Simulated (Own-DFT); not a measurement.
## Calculated data, SiC (2H silicon carbide, atoms displaced), GaAs (zincblende with one plane slipped along a stacking-fault path, atoms displaced)

Computed with Own-DFT development build. A calculation, not a measurement: plane-wave PBE density functional theory by an unreviewed code, no spin, of a simulated periodic cell, stress positive in tension, free energy of the whole cell less one offset for each atom, forces on such cells passed a denser k mesh, this cell's mesh not checked; offsets are fitted by least squares, one for each functional and potential file, so energies compare only between cells with the same atoms and settings and are not formation energies; the far tail of each file's local potential was reset to the Coulomb form; each entry is a single point on an unrelaxed cell, so the pressure reflects the starting lattice, mostly measured values (interpolated for alloys), from which strain is counted, and rises with the displacements; printed positions are rounded, which can move forces by about a meV/angstrom; the program, named Own-DFT, is a retired in-house code; no spin-orbit coupling.

Common to all runs: functional PBE; potential files PseudoDojo norm-conserving, scalar-relativistic, standard set; wave cutoff 42 hartree; occupations Fermi-Dirac; smearing width 0.1 eV.

```yaml
- entry: 1
  formula: SiC
  kind: "2H silicon carbide, atoms displaced"
  structure:
    cell_angstrom: [[9.2481, 0.0, 0.0], [-4.6241, 8.0091, 0.0], [0.0, 0.0, 10.0681]]
    atoms_fractional:
      - [Si, 0.00826, 0.99074, 0.99992]
      - [Si, 0.11571, 0.22978, 0.24208]
      - [C, 0.98807, 0.98577, 0.19079]
      - [C, 0.11463, 0.2166, 0.44428]
      - [Si, 0.00232, 0.99574, 0.49791]
      - [Si, 0.10909, 0.23, 0.75587]
      - [C, 0.99913, 0.0087, 0.68871]
      - [C, 0.10129, 0.22408, 0.94434]
      - [Si, 0.98585, 0.32697, 0.99998]
      - [Si, 0.11289, 0.54796, 0.25186]
      - [C, 0.99677, 0.33463, 0.19068]
      - [C, 0.1152, 0.55373, 0.44475]
      - [Si, 0.00302, 0.32967, 0.49077]
      - [Si, 0.1068, 0.54834, 0.76196]
      - [C, 0.99486, 0.32705, 0.68425]
      - [C, 0.11649, 0.5637, 0.93622]
      - [Si, 0.99692, 0.6612, 0.00313]
      - [Si, 0.10354, 0.88004, 0.25293]
      - [C, 0.99088, 0.66757, 0.18903]
      - [C, 0.11675, 0.89459, 0.44305]
      - [Si, 0.00312, 0.67131, 0.51003]
      - [Si, 0.11915, 0.89338, 0.74575]
      - [C, 0.98584, 0.6691, 0.69276]
      - [C, 0.118, 0.88579, 0.94277]
      - [Si, 0.32266, 0.00745, 0.99806]
      - [Si, 0.44783, 0.22282, 0.25219]
      - [C, 0.33767, 0.00539, 0.18572]
      - [C, 0.43567, 0.22548, 0.43635]
      - [Si, 0.34209, 0.01271, 0.50285]
      - [Si, 0.43462, 0.22049, 0.75553]
      - [C, 0.32246, 0.99312, 0.69284]
      - [C, 0.43579, 0.21587, 0.94023]
      - [Si, 0.32557, 0.33105, 0.00865]
      - [Si, 0.43796, 0.54765, 0.24652]
      - [C, 0.32829, 0.3367, 0.19127]
      - [C, 0.44339, 0.57225, 0.44461]
      - [Si, 0.33785, 0.33191, 0.50058]
      - [Si, 0.44205, 0.55122, 0.7452]
      - [C, 0.33936, 0.33733, 0.69386]
      - [C, 0.45845, 0.56101, 0.92599]
      - [Si, 0.33292, 0.66794, 0.00492]
      - [Si, 0.43751, 0.88714, 0.25466]
      - [C, 0.34313, 0.68154, 0.18473]
      - [C, 0.44273, 0.88374, 0.43061]
      - [Si, 0.34749, 0.68043, 0.50028]
      - [Si, 0.43981, 0.87226, 0.75797]
      - [C, 0.31615, 0.66303, 0.69116]
      - [C, 0.45419, 0.89479, 0.93565]
      - [Si, 0.65321, 0.99432, 0.99781]
      - [Si, 0.76696, 0.21175, 0.25501]
      - [C, 0.67226, 0.00758, 0.18583]
      - [C, 0.76491, 0.20203, 0.4427]
      - [Si, 0.65279, 0.99017, 0.51218]
      - [Si, 0.78439, 0.23964, 0.74615]
      - [C, 0.66302, 0.9956, 0.68461]
      - [C, 0.77297, 0.22744, 0.9327]
      - [Si, 0.67525, 0.34169, 0.00305]
      - [Si, 0.79537, 0.56189, 0.25249]
      - [C, 0.67848, 0.33635, 0.19462]
      - [C, 0.78432, 0.55936, 0.4355]
      - [Si, 0.66951, 0.34095, 0.51026]
      - [Si, 0.76625, 0.54518, 0.75719]
      - [C, 0.66672, 0.32333, 0.68324]
      - [C, 0.78311, 0.54866, 0.94231]
      - [Si, 0.67318, 0.67165, 0.00085]
      - [Si, 0.77031, 0.8886, 0.26002]
      - [C, 0.66232, 0.67442, 0.18447]
      - [C, 0.76532, 0.89442, 0.43212]
      - [Si, 0.66159, 0.65984, 0.49262]
      - [Si, 0.77308, 0.88946, 0.75531]
      - [C, 0.66611, 0.6839, 0.68441]
      - [C, 0.79025, 0.88777, 0.93583]
  settings:
    hardware: "one NVIDIA H100"
    k_mesh: "4 x 4 x 3 centred on Gamma"
  results:
    "free_energy_of_cell_above_offsets [eV]": "-2.947"
    "pressure [GPa]": 6.34
    "stress_xx [GPa]": -4.54
    "stress_yy [GPa]": -5.46
    "stress_zz [GPa]": -9.03
    "stress_yz [GPa]": -0.76
    "stress_xz [GPa]": 0.13
    "stress_xy [GPa]": -0.93
    force_element: [Si, Si, C, C, Si, Si, C, C, Si, Si, C, C, Si, Si, C, C, Si, Si, C, C, Si, Si, C, C, Si, Si, C, C, Si, Si, C, C, Si, Si, C, C, Si, Si, C, C, Si, Si, C, C, Si, Si, C, C, Si, Si, C, C, Si, Si, C, C, Si, Si, C, C, Si, Si, C, C, Si, Si, C, C, Si, Si, C, C]
    "force_x [eV/angstrom]": [-2.595, -1.445, 0.959, -0.297, -2.308, 0.709, 0.904, 1.631, 0.704, -0.88, -0.042, -0.451, -0.788, -1.603, 0.355, -0.14, 0.867, 0.431, 4.543, 0.69, 0.488, -4.248, 1.701, -1.548, 4.198, -0.068, -1.135, 3.151, -0.431, 1.604, 3.694, 0.175, 0.545, 0.261, 2.032, 2.835, -2.893, -0.33, -1.037, -1.7, 1.453, 1.331, -0.782, -1.39, -3.815, -0.6, 2.289, -3.565, 4.059, 1.236, -1.17, -0.299, 1.179, 1.381, -0.971, 0.294, -1.273, -4.795, -2.046, -0.303, 0.649, -0.319, -3.522, -1.704, -0.2, -0.028, 1.156, 2.459, 0.344, 1.245, 0.893, -1.721]
    "force_y [eV/angstrom]": [1.154, -3.199, 1.938, 1.064, 0.636, -1.335, -0.808, -0.583, 1.171, 2.099, -0.75, 0.777, -0.772, 0.529, 1.851, -1.606, 1.121, 2.198, 0.425, -1.346, -0.463, -1.53, -0.847, -1.194, -1.277, 0.524, -0.782, 0.401, -2.208, -0.88, 2.093, 2.654, 1.294, 3.543, -0.825, -4.094, 1.646, 2.356, -1.041, -0.949, 0.653, 2.118, -3.306, 2.299, -1.923, 2.423, -0.376, -1.995, 2.129, 1.12, -2.047, 2.956, 0.549, -4.074, 0.478, -0.974, -2.667, -2.0, 0.349, -0.277, -1.253, 1.93, 1.936, 1.585, -0.464, 0.351, -1.792, -1.328, 2.63, 1.453, -3.827, 0.357]
    "force_z [eV/angstrom]": [0.779, 2.25, -0.272, -1.967, 0.93, -0.785, 0.356, -0.125, 0.622, 0.554, -0.496, -1.184, 1.58, -3.669, 0.375, 2.818, -0.236, 0.237, -1.05, -0.677, -0.94, 1.504, 0.734, -1.702, 1.406, -0.671, 0.704, 0.357, 0.105, -0.334, -1.261, 0.382, -2.576, 1.146, -0.527, -2.262, 1.049, -0.047, -1.441, 3.07, -2.094, -2.26, 0.929, 2.511, 1.798, -1.514, -0.722, 0.793, 1.096, 0.698, -0.343, -0.149, -2.964, 0.75, 3.415, 0.311, 0.998, 0.368, -0.841, 1.18, -4.018, -1.424, 2.399, -0.578, -0.399, -3.497, 1.284, 3.199, 1.067, -1.203, -0.306, 0.781]
    "wall_time [s]": 362.9
- entry: 2
  formula: GaAs
  kind: "zincblende with one plane slipped along a stacking-fault path, atoms displaced"
  structure:
    cell_angstrom:
      - [5.6533, -5.6533, 0.0]
      - [0.0, 5.6533, -5.6533]
      - [12.0604, 12.0604, 9.7991]
    atoms_fractional:
      - [Ga, 0.99453, 0.99397, 0.00046]
      - [As, 0.98993, 0.96607, 0.12665]
      - [Ga, 0.14313, 0.29169, 0.16646]
      - [As, 0.12716, 0.24746, 0.29188]
      - [Ga, 0.27977, 0.06745, 0.33317]
      - [As, 0.27107, 0.04085, 0.45993]
      - [Ga, 0.07011, 0.13934, 0.50135]
      - [As, 0.03876, 0.09619, 0.62582]
      - [Ga, 0.21279, 0.4284, 0.66889]
      - [As, 0.19479, 0.38847, 0.7897]
      - [Ga, 0.35237, 0.2041, 0.83332]
      - [As, 0.33507, 0.17939, 0.95766]
      - [Ga, 0.9988, 0.50021, 0.00149]
      - [As, 0.98353, 0.46809, 0.12681]
      - [Ga, 0.14485, 0.78717, 0.16642]
      - [As, 0.13105, 0.76136, 0.29021]
      - [Ga, 0.28773, 0.57435, 0.3329]
      - [As, 0.27005, 0.54381, 0.45576]
      - [Ga, 0.06656, 0.63057, 0.50162]
      - [As, 0.05658, 0.60537, 0.62622]
      - [Ga, 0.20761, 0.92294, 0.66592]
      - [As, 0.19395, 0.88381, 0.79223]
      - [Ga, 0.35908, 0.70765, 0.83221]
      - [As, 0.34421, 0.68882, 0.9552]
      - [Ga, 0.50089, 0.00164, 0.99621]
      - [As, 0.4767, 0.96281, 0.1264]
      - [Ga, 0.64708, 0.29121, 0.16904]
      - [As, 0.63059, 0.25232, 0.28975]
      - [Ga, 0.788, 0.08151, 0.33378]
      - [As, 0.7705, 0.04434, 0.45795]
      - [Ga, 0.56451, 0.1373, 0.50029]
      - [As, 0.54923, 0.10247, 0.62393]
      - [Ga, 0.70948, 0.41543, 0.66639]
      - [As, 0.69891, 0.39739, 0.79097]
      - [Ga, 0.85586, 0.20888, 0.83562]
      - [As, 0.83566, 0.17332, 0.95805]
      - [Ga, 0.49932, 0.4957, 0.99866]
      - [As, 0.48465, 0.46943, 0.12359]
      - [Ga, 0.64072, 0.78434, 0.16637]
      - [As, 0.62852, 0.75873, 0.29216]
      - [Ga, 0.79089, 0.58383, 0.33366]
      - [As, 0.77373, 0.54171, 0.45674]
      - [Ga, 0.57039, 0.63876, 0.50328]
      - [As, 0.54979, 0.60148, 0.62701]
      - [Ga, 0.7129, 0.91909, 0.66623]
      - [As, 0.6999, 0.89453, 0.78822]
      - [Ga, 0.8587, 0.71902, 0.83368]
      - [As, 0.84062, 0.68136, 0.95812]
  settings:
    k_mesh: "4 x 4 x 2 centred on Gamma"
  results:
    "free_energy_of_cell_above_offsets [eV]": "-17.117"
    "pressure [GPa]": 4.29
    "stress_xx [GPa]": -5.27
    "stress_yy [GPa]": -5.2
    "stress_zz [GPa]": -2.41
    "stress_yz [GPa]": -0.15
    "stress_xz [GPa]": -0.16
    "stress_xy [GPa]": -0.18
    force_element: [Ga, As, Ga, As, Ga, As, Ga, As, Ga, As, Ga, As, Ga, As, Ga, As, Ga, As, Ga, As, Ga, As, Ga, As, Ga, As, Ga, As, Ga, As, Ga, As, Ga, As, Ga, As, Ga, As, Ga, As, Ga, As, Ga, As, Ga, As, Ga, As]
    "force_x [eV/angstrom]": [0.468, -0.687, 0.268, -0.139, 0.982, -2.005, 0.909, 0.863, -0.513, 0.423, 0.135, -0.113, 0.03, -0.316, 0.096, -0.314, -0.242, -0.33, 1.241, -0.552, 0.307, -0.037, -0.053, -0.13, 0.331, 0.197, -0.745, 0.154, 0.126, -1.015, 1.704, 0.069, 0.358, 0.006, -0.405, 0.599, 0.02, -0.055, 0.345, -0.207, -0.312, -1.26, 0.605, -0.025, -0.543, 0.174, -0.167, -0.245]
    "force_y [eV/angstrom]": [0.293, 0.356, -0.293, 0.331, 0.075, -1.231, 1.253, -0.282, -0.556, 0.328, -0.097, -0.182, -0.343, -0.206, 0.149, -0.415, -0.171, -1.308, 1.277, 0.072, 0.311, -0.228, -0.111, -0.191, 0.857, -0.615, -0.322, 1.203, -0.336, -1.156, 0.778, -0.102, 0.231, -0.005, -0.082, 0.216, 0.424, -0.126, 0.109, -0.098, -0.485, -0.451, 0.779, -0.331, 0.534, 0.493, -0.13, -0.217]
    "force_z [eV/angstrom]": [-0.121, -0.211, 0.193, -0.464, -0.445, 1.095, -1.2, -0.708, 0.073, 0.664, -0.513, 0.251, -0.233, -0.03, 0.038, 0.865, -0.247, 1.38, -1.115, 0.233, -0.17, -0.276, -0.272, 1.105, 0.255, -0.764, -0.145, 0.079, 0.145, 1.275, -1.312, 0.533, -0.431, 0.606, -0.68, -0.193, -0.504, 0.403, -0.343, 0.038, 0.035, 1.296, -1.244, 0.31, -0.228, 0.438, 0.116, 0.421]
```
